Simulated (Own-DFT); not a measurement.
## Calculated data, GaN (wurtzite, strained, atoms displaced)

A calculation, not a measurement: plane-wave PBE density functional theory by an unreviewed code, no spin, of a simulated periodic cell, stress positive in tension, free energy of the whole cell less one offset for each atom, forces on such cells passed a denser k mesh, this cell's mesh not checked; offsets are fitted by least squares, one for each functional and potential file, so energies compare only between cells with the same atoms and settings and are not formation energies; the far tail of each file's local potential was reset to the Coulomb form; each entry is a single point on an unrelaxed cell, so the pressure reflects the starting lattice, mostly measured values (interpolated for alloys), from which strain is counted, and rises with the displacements; printed positions are rounded, which can move forces by about a meV/angstrom; the program, named Own-DFT, is a retired in-house code; no spin-orbit coupling. Program: Own-DFT development build.

Common to all runs: functional PBE; potential files PseudoDojo norm-conserving, scalar-relativistic, standard set with the stringent files for Ga; wave cutoff 96 hartree; occupations Gaussian; smearing width 0.01 eV; k mesh 3 x 4 x 3 centred on Gamma.

```yaml
- entry: 1
  formula: GaN
  kind: "wurtzite, strained, atoms displaced"
  structure:
    cell_angstrom: [[12.756, 0.0, 0.0], [-4.7835, 8.2853, 0.0], [0.0, 0.0, 10.3441]]
    atoms_fractional:
      - [Ga, 0.08481, 0.22366, 0.00637]
      - [Ga, 0.17386, 0.12015, 0.25343]
      - ["N", 0.08574, 0.22474, 0.19742]
      - ["N", 0.16918, 0.11991, 0.43091]
      - [Ga, 0.07384, 0.21833, 0.50332]
      - [Ga, 0.16463, 0.11243, 0.75138]
      - ["N", 0.08173, 0.2255, 0.69047]
      - ["N", 0.16237, 0.10497, 0.94198]
      - [Ga, 0.08181, 0.54797, 0.99968]
      - [Ga, 0.17322, 0.4441, 0.24817]
      - ["N", 0.09044, 0.56283, 0.20016]
      - ["N", 0.16812, 0.43763, 0.44305]
      - [Ga, 0.07418, 0.54802, 0.4929]
      - [Ga, 0.16501, 0.44, 0.7425]
      - ["N", 0.08298, 0.55005, 0.68987]
      - ["N", 0.16625, 0.45295, 0.93682]
      - [Ga, 0.08167, 0.89539, 0.00595]
      - [Ga, 0.16597, 0.77899, 0.25641]
      - ["N", 0.08242, 0.88713, 0.18501]
      - ["N", 0.1596, 0.7676, 0.43445]
      - [Ga, 0.07216, 0.87894, 0.49711]
      - [Ga, 0.17307, 0.77949, 0.74365]
      - ["N", 0.07894, 0.89503, 0.68224]
      - ["N", 0.17241, 0.78131, 0.93919]
      - [Ga, 0.33027, 0.22621, 0.00457]
      - [Ga, 0.40982, 0.10299, 0.24806]
      - ["N", 0.33, 0.21859, 0.18037]
      - ["N", 0.40973, 0.09866, 0.4381]
      - [Ga, 0.32955, 0.22046, 0.50722]
      - [Ga, 0.41127, 0.1172, 0.75113]
      - ["N", 0.32922, 0.22296, 0.69044]
      - ["N", 0.42143, 0.11385, 0.93704]
      - [Ga, 0.32917, 0.54031, 0.99431]
      - [Ga, 0.41373, 0.44801, 0.24507]
      - ["N", 0.33585, 0.55997, 0.18195]
      - ["N", 0.41471, 0.4468, 0.44317]
      - [Ga, 0.32485, 0.53903, 0.49349]
      - [Ga, 0.41407, 0.44124, 0.74475]
      - ["N", 0.33472, 0.56081, 0.68845]
      - ["N", 0.41614, 0.44393, 0.94104]
      - [Ga, 0.32374, 0.892, 0.99416]
      - [Ga, 0.41816, 0.77149, 0.24407]
      - ["N", 0.33736, 0.88093, 0.18511]
      - ["N", 0.41737, 0.78286, 0.4384]
      - [Ga, 0.33312, 0.8835, 0.50747]
      - [Ga, 0.41367, 0.78341, 0.73828]
      - ["N", 0.33431, 0.89483, 0.69177]
      - ["N", 0.41847, 0.77316, 0.94609]
      - [Ga, 0.58523, 0.22379, 0.00277]
      - [Ga, 0.66456, 0.10655, 0.24542]
      - ["N", 0.57713, 0.21118, 0.19038]
      - ["N", 0.66894, 0.11622, 0.4427]
      - [Ga, 0.58025, 0.21506, 0.50324]
      - [Ga, 0.66318, 0.09832, 0.75286]
      - ["N", 0.57647, 0.22411, 0.68805]
      - ["N", 0.67145, 0.12394, 0.93526]
      - [Ga, 0.58065, 0.55682, 0.00128]
      - [Ga, 0.66984, 0.45956, 0.25385]
      - ["N", 0.58652, 0.55837, 0.18503]
      - ["N", 0.66861, 0.44123, 0.44104]
      - [Ga, 0.58657, 0.5616, 0.49981]
      - [Ga, 0.66522, 0.44878, 0.75383]
      - ["N", 0.58033, 0.55197, 0.68944]
      - ["N", 0.65869, 0.43912, 0.93264]
      - [Ga, 0.58552, 0.889, 0.99108]
      - [Ga, 0.66171, 0.76608, 0.23587]
      - ["N", 0.58087, 0.89401, 0.18739]
      - ["N", 0.66563, 0.77695, 0.44031]
      - [Ga, 0.57785, 0.88825, 0.49806]
      - [Ga, 0.67056, 0.77726, 0.75432]
      - ["N", 0.58671, 0.88796, 0.68842]
      - ["N", 0.67256, 0.77962, 0.94554]
      - [Ga, 0.82819, 0.21267, 0.0008]
      - [Ga, 0.90798, 0.10705, 0.2554]
      - ["N", 0.83311, 0.22231, 0.18323]
      - ["N", 0.91663, 0.11669, 0.43823]
      - [Ga, 0.83411, 0.21816, 0.50294]
      - [Ga, 0.91486, 0.10857, 0.74519]
      - ["N", 0.83102, 0.21445, 0.69587]
      - ["N", 0.91862, 0.10606, 0.93645]
      - [Ga, 0.83012, 0.54308, 0.00132]
      - [Ga, 0.92057, 0.4476, 0.24521]
      - ["N", 0.83817, 0.56196, 0.18002]
      - ["N", 0.92009, 0.44537, 0.44033]
      - [Ga, 0.8256, 0.53812, 0.49353]
      - [Ga, 0.92274, 0.44485, 0.7531]
      - ["N", 0.83384, 0.56418, 0.67746]
      - ["N", 0.91056, 0.43858, 0.92959]
      - [Ga, 0.82387, 0.87851, 0.00068]
      - [Ga, 0.91991, 0.77151, 0.24137]
      - ["N", 0.83279, 0.88528, 0.1887]
      - ["N", 0.9135, 0.77485, 0.44082]
      - [Ga, 0.82441, 0.8836, 0.50684]
      - [Ga, 0.91256, 0.7784, 0.75317]
      - ["N", 0.83235, 0.87599, 0.69198]
      - ["N", 0.91268, 0.78131, 0.94522]
  results:
    "free_energy_of_cell_above_offsets [eV]": "-3.751"
    "pressure [GPa]": 7.79
    "stress_xx [GPa]": -8.67
    "stress_yy [GPa]": -6.57
    "stress_zz [GPa]": -8.12
    "stress_yz [GPa]": -0.92
    "stress_xz [GPa]": -0.78
    "stress_xy [GPa]": -1.02
    force_element: [Ga, Ga, "N", "N", Ga, Ga, "N", "N", Ga, Ga, "N", "N", Ga, Ga, "N", "N", Ga, Ga, "N", "N", Ga, Ga, "N", "N", Ga, Ga, "N", "N", Ga, Ga, "N", "N", Ga, Ga, "N", "N", Ga, Ga, "N", "N", Ga, Ga, "N", "N", Ga, Ga, "N", "N", Ga, Ga, "N", "N", Ga, Ga, "N", "N", Ga, Ga, "N", "N", Ga, Ga, "N", "N", Ga, Ga, "N", "N", Ga, Ga, "N", "N", Ga, Ga, "N", "N", Ga, Ga, "N", "N", Ga, Ga, "N", "N", Ga, Ga, "N", "N", Ga, Ga, "N", "N", Ga, Ga, "N", "N"]
    "force_x [eV/angstrom]": [-0.783, -0.989, -0.737, -0.365, 1.973, -0.44, 0.306, 0.235, -1.176, -1.051, -0.291, -2.132, 2.622, 0.316, -0.057, 1.097, 0.4, 0.962, 0.724, 0.323, 1.21, -2.312, 1.133, -3.215, 1.07, 0.68, 0.735, -0.323, 0.469, 1.381, -0.425, -1.339, -1.012, 0.881, 0.269, 1.771, 0.367, -0.148, -0.117, 0.587, 3.815, -0.798, -1.959, -0.116, -1.157, 1.703, -0.062, -0.783, -0.736, -0.239, 0.011, 0.334, -0.722, -0.944, 1.007, -0.232, 0.604, 1.179, -1.073, -2.072, -0.172, 1.077, -0.209, 0.581, -1.262, -0.265, 1.792, -0.736, 1.207, -0.903, -0.411, -2.671, 1.47, 1.245, -0.184, -0.284, -1.172, 0.49, -0.385, -0.632, -0.869, 0.004, -0.298, -1.767, 0.995, -1.741, 0.518, 0.951, 2.756, -1.086, -0.275, -1.144, 1.419, 2.322, -1.947, 1.224]
    "force_y [eV/angstrom]": [-0.234, -1.341, -0.508, -1.04, 0.151, -0.641, -1.166, 1.772, 1.633, 0.287, -1.526, -0.033, 1.077, 1.267, 1.058, -2.014, -1.745, 0.929, 0.875, 1.021, 1.228, -0.642, -0.49, -1.698, -1.033, -0.318, 0.982, 1.295, -0.408, 0.021, -0.063, 0.102, 2.627, -0.879, -1.308, -0.793, 2.735, 1.171, -0.859, -0.56, 0.534, 1.378, 0.609, -1.691, -0.058, -0.828, 0.393, 0.184, -0.378, 0.982, 1.968, -0.731, 0.246, 2.09, -0.42, -1.856, -0.645, -2.34, -1.904, -0.454, -0.927, -0.597, 0.767, 0.949, 0.464, 3.467, -1.372, 0.24, 0.29, -0.74, -0.821, -1.395, 0.644, -0.112, 0.255, -1.621, 0.642, -0.588, 0.789, 0.179, 1.195, -0.437, -1.949, -1.94, 2.355, -0.105, -1.441, 0.148, 2.605, 1.764, 0.128, -0.74, 0.079, -1.006, 2.187, -1.366]
    "force_z [eV/angstrom]": [-0.378, -0.842, -1.053, 2.311, -0.575, 0.157, -0.456, -0.702, 0.639, 0.89, -1.778, -1.073, 1.299, 1.011, -1.001, -0.363, -1.312, -1.638, 1.438, 2.104, -0.113, 0.979, 1.021, -1.263, -2.176, 0.195, 2.089, 0.314, -1.604, 0.47, 0.124, 0.284, -0.107, 0.923, 0.378, -1.373, 1.573, 0.762, -0.511, -0.994, 1.485, 0.656, 0.161, -0.317, -1.665, 2.412, -0.573, -1.7, -0.005, 1.19, 0.006, -0.8, -0.399, -0.658, 0.394, 0.427, -1.056, -0.233, 0.063, -1.056, 0.411, -1.761, 0.01, 1.972, 0.909, 2.091, -0.698, -1.135, -0.062, -0.316, -0.064, -1.599, -1.099, -1.098, 0.999, 0.572, 0.532, 1.389, -1.202, 0.412, -1.871, 0.542, 1.467, -1.421, 1.087, -1.85, 1.812, 2.504, 0.999, 1.671, 0.302, -1.449, -1.147, 0.547, -0.616, -0.816]
- entry: 2
  formula: GaN
  kind: "wurtzite, strained, atoms displaced"
  structure:
    cell_angstrom: [[12.756, 0.0, 0.0], [-4.7835, 8.2853, 0.0], [0.0, 0.0, 10.3441]]
    atoms_fractional:
      - [Ga, 0.08091, 0.2205, 0.99687]
      - [Ga, 0.16295, 0.10479, 0.25021]
      - ["N", 0.082, 0.22073, 0.18588]
      - ["N", 0.15945, 0.10781, 0.43265]
      - [Ga, 0.09093, 0.22725, 0.50552]
      - [Ga, 0.16356, 0.11316, 0.7464]
      - ["N", 0.09179, 0.22868, 0.6903]
      - ["N", 0.16993, 0.12176, 0.94012]
      - [Ga, 0.07836, 0.55257, 0.00388]
      - [Ga, 0.16396, 0.45313, 0.25986]
      - ["N", 0.09027, 0.56502, 0.18913]
      - ["N", 0.17004, 0.44316, 0.43193]
      - [Ga, 0.07784, 0.55572, 0.49754]
      - [Ga, 0.16901, 0.44633, 0.75311]
      - ["N", 0.08276, 0.55157, 0.68258]
      - ["N", 0.16385, 0.43717, 0.9309]
      - [Ga, 0.09421, 0.89849, 0.00129]
      - [Ga, 0.15859, 0.78106, 0.24941]
      - ["N", 0.08579, 0.89052, 0.18547]
      - ["N", 0.15906, 0.77834, 0.43584]
      - [Ga, 0.07816, 0.88153, 0.50439]
      - [Ga, 0.1644, 0.7694, 0.75603]
      - ["N", 0.08364, 0.88192, 0.69172]
      - ["N", 0.16608, 0.77572, 0.94151]
      - [Ga, 0.33263, 0.21734, 0.99209]
      - [Ga, 0.42124, 0.11405, 0.24711]
      - ["N", 0.32968, 0.21816, 0.18682]
      - ["N", 0.41704, 0.10654, 0.43491]
      - [Ga, 0.33381, 0.22062, 0.50317]
      - [Ga, 0.41934, 0.11293, 0.75022]
      - ["N", 0.32582, 0.21685, 0.69177]
      - ["N", 0.40899, 0.11248, 0.94324]
      - [Ga, 0.32966, 0.54595, 0.00464]
      - [Ga, 0.41324, 0.44307, 0.2549]
      - ["N", 0.33567, 0.56326, 0.18173]
      - ["N", 0.42191, 0.46076, 0.43781]
      - [Ga, 0.33664, 0.54512, 0.49741]
      - [Ga, 0.42025, 0.45038, 0.75013]
      - ["N", 0.33415, 0.55951, 0.69363]
      - ["N", 0.41734, 0.44274, 0.93928]
      - [Ga, 0.34385, 0.89951, 0.0061]
      - [Ga, 0.41846, 0.78288, 0.24075]
      - ["N", 0.33409, 0.89099, 0.19119]
      - ["N", 0.41973, 0.77939, 0.44254]
      - [Ga, 0.33151, 0.88901, 0.49661]
      - [Ga, 0.42027, 0.78288, 0.75005]
      - ["N", 0.33701, 0.89124, 0.69473]
      - ["N", 0.4102, 0.77898, 0.94148]
      - [Ga, 0.57725, 0.21355, 0.99715]
      - [Ga, 0.67676, 0.12294, 0.24792]
      - ["N", 0.58199, 0.22177, 0.19573]
      - ["N", 0.6628, 0.10426, 0.43752]
      - [Ga, 0.57855, 0.21437, 0.50056]
      - [Ga, 0.67127, 0.10398, 0.7504]
      - ["N", 0.58629, 0.22093, 0.68803]
      - ["N", 0.66199, 0.10538, 0.93934]
      - [Ga, 0.576, 0.55189, 0.00328]
      - [Ga, 0.66848, 0.44577, 0.24772]
      - ["N", 0.572, 0.54524, 0.17843]
      - ["N", 0.66837, 0.44543, 0.43879]
      - [Ga, 0.57975, 0.55293, 0.50554]
      - [Ga, 0.66778, 0.44364, 0.7568]
      - ["N", 0.57072, 0.54445, 0.69338]
      - ["N", 0.6622, 0.43902, 0.93285]
      - [Ga, 0.58934, 0.89843, 0.99867]
      - [Ga, 0.66906, 0.77972, 0.25219]
      - ["N", 0.57874, 0.8861, 0.18699]
      - ["N", 0.66853, 0.7845, 0.44299]
      - [Ga, 0.58152, 0.88592, 0.50443]
      - [Ga, 0.67679, 0.7787, 0.75328]
      - ["N", 0.57855, 0.88197, 0.68342]
      - ["N", 0.66641, 0.77604, 0.94303]
      - [Ga, 0.83363, 0.22565, 0.0025]
      - [Ga, 0.91992, 0.10801, 0.24554]
      - ["N", 0.83185, 0.22591, 0.1854]
      - ["N", 0.91898, 0.10458, 0.43384]
      - [Ga, 0.83311, 0.22216, 0.50179]
      - [Ga, 0.91773, 0.1149, 0.74911]
      - ["N", 0.8373, 0.22748, 0.67928]
      - ["N", 0.92076, 0.11472, 0.93538]
      - [Ga, 0.83059, 0.55298, 0.99654]
      - [Ga, 0.91098, 0.44171, 0.24534]
      - ["N", 0.82796, 0.55092, 0.19191]
      - ["N", 0.9203, 0.44526, 0.44513]
      - [Ga, 0.82919, 0.55834, 0.49483]
      - [Ga, 0.90659, 0.44164, 0.75672]
      - ["N", 0.83649, 0.56445, 0.6923]
      - ["N", 0.91776, 0.44294, 0.93732]
      - [Ga, 0.82874, 0.89147, 0.00567]
      - [Ga, 0.91926, 0.77397, 0.25583]
      - ["N", 0.83348, 0.89134, 0.18612]
      - ["N", 0.91945, 0.77275, 0.43557]
      - [Ga, 0.82719, 0.8855, 0.50309]
      - [Ga, 0.9171, 0.77558, 0.75269]
      - ["N", 0.82989, 0.88844, 0.69246]
      - ["N", 0.91859, 0.76574, 0.94013]
  results:
    "free_energy_of_cell_above_offsets [eV]": "-4.525"
    "pressure [GPa]": 7.7
    "stress_xx [GPa]": -7.41
    "stress_yy [GPa]": -6.04
    "stress_zz [GPa]": -9.65
    "stress_yz [GPa]": 0.21
    "stress_xz [GPa]": 0.44
    "stress_xy [GPa]": -0.76
    force_element: [Ga, Ga, "N", "N", Ga, Ga, "N", "N", Ga, Ga, "N", "N", Ga, Ga, "N", "N", Ga, Ga, "N", "N", Ga, Ga, "N", "N", Ga, Ga, "N", "N", Ga, Ga, "N", "N", Ga, Ga, "N", "N", Ga, Ga, "N", "N", Ga, Ga, "N", "N", Ga, Ga, "N", "N", Ga, Ga, "N", "N", Ga, Ga, "N", "N", Ga, Ga, "N", "N", Ga, Ga, "N", "N", Ga, Ga, "N", "N", Ga, Ga, "N", "N", Ga, Ga, "N", "N", Ga, Ga, "N", "N", Ga, Ga, "N", "N", Ga, Ga, "N", "N", Ga, Ga, "N", "N", Ga, Ga, "N", "N"]
    "force_x [eV/angstrom]": [0.59, 0.07, 0.078, 1.454, -1.181, 0.875, -1.806, -0.171, 1.656, 1.417, -1.716, -0.417, 1.953, -0.304, -0.559, -0.522, -1.028, 2.329, -1.584, 1.332, 0.278, 0.638, -0.723, 0.531, -1.708, -1.54, 0.226, -0.968, -0.376, -0.51, 1.458, 2.728, -0.461, -0.483, -0.355, 2.197, -3.42, -2.835, 0.37, -0.683, -1.605, -0.374, -0.8, -0.873, 0.24, -0.699, -0.993, 2.041, -0.209, -1.908, 1.188, 0.591, 0.772, -0.919, 0.107, 0.749, 0.815, -1.88, 1.508, -1.237, 1.053, -0.436, 3.723, 0.187, -0.942, -1.029, 1.9, 0.018, -0.416, -3.003, 1.839, -0.174, 0.271, -0.363, 1.633, -0.542, 0.27, 0.524, -0.286, -1.553, -0.251, 1.336, 0.814, -2.04, 1.34, 1.743, -0.846, -0.87, 1.648, -0.569, 0.434, -1.543, 1.458, 0.237, 1.969, -0.883]
    "force_y [eV/angstrom]": [0.724, 1.331, 0.755, -0.072, -0.488, -1.383, -0.612, -1.492, 0.648, -0.834, -1.14, 0.31, 0.546, 0.733, -0.109, 0.851, -0.75, 0.083, -0.215, -0.119, 1.227, 0.327, 0.838, 0.196, 1.957, -0.499, 0.348, 0.902, -0.363, -0.281, 0.944, -0.547, 0.753, -0.309, -1.163, -3.05, 2.887, -1.656, -0.434, -0.234, -1.622, -0.617, 0.173, -0.791, -1.012, -0.82, -0.035, -0.288, 1.087, -2.277, 0.517, 1.041, 0.591, 0.159, 0.058, 1.903, 0.207, -0.4, 1.067, -0.515, 0.702, -0.104, 2.118, -0.031, -2.909, -0.604, 1.465, -1.657, 0.308, -1.444, 0.767, 0.115, -0.579, 0.696, -0.088, 0.689, -0.54, 0.303, -0.673, -0.827, -0.357, 0.869, 0.937, -0.812, -0.783, 0.652, -1.487, -0.411, -0.474, 0.567, -0.928, 0.572, 0.83, 1.049, 0.863, 2.166]
    "force_z [eV/angstrom]": [0.817, -0.537, -0.007, 1.547, -1.162, 1.135, -0.452, -0.888, -0.675, -3.068, 0.006, 2.842, 0.568, -1.23, 1.163, 2.166, -0.925, 0.302, 0.104, 0.183, 0.195, -0.529, -0.119, 0.371, 1.851, 0.355, 0.291, 0.541, -0.694, -0.044, -0.579, -1.391, -1.71, -1.6, 2.168, -0.429, 1.688, 1.221, -1.0, -0.528, -0.329, 1.732, 0.148, -0.993, 0.702, 0.693, -1.031, -0.41, 0.763, 1.014, -1.676, -0.005, -0.193, -0.804, 0.523, -0.709, -1.586, 0.387, 3.069, -0.078, -0.214, -2.279, -1.027, 2.333, 0.696, -0.35, -0.069, -0.691, -1.317, 0.46, 1.95, -0.696, -0.953, 0.859, -0.003, 0.956, -2.035, -0.362, 2.562, 0.266, 0.661, 1.37, -1.054, -1.875, 1.28, -1.885, -1.044, 0.862, -1.393, -1.775, 1.017, 0.949, -0.403, 0.592, -0.795, 0.246]
```
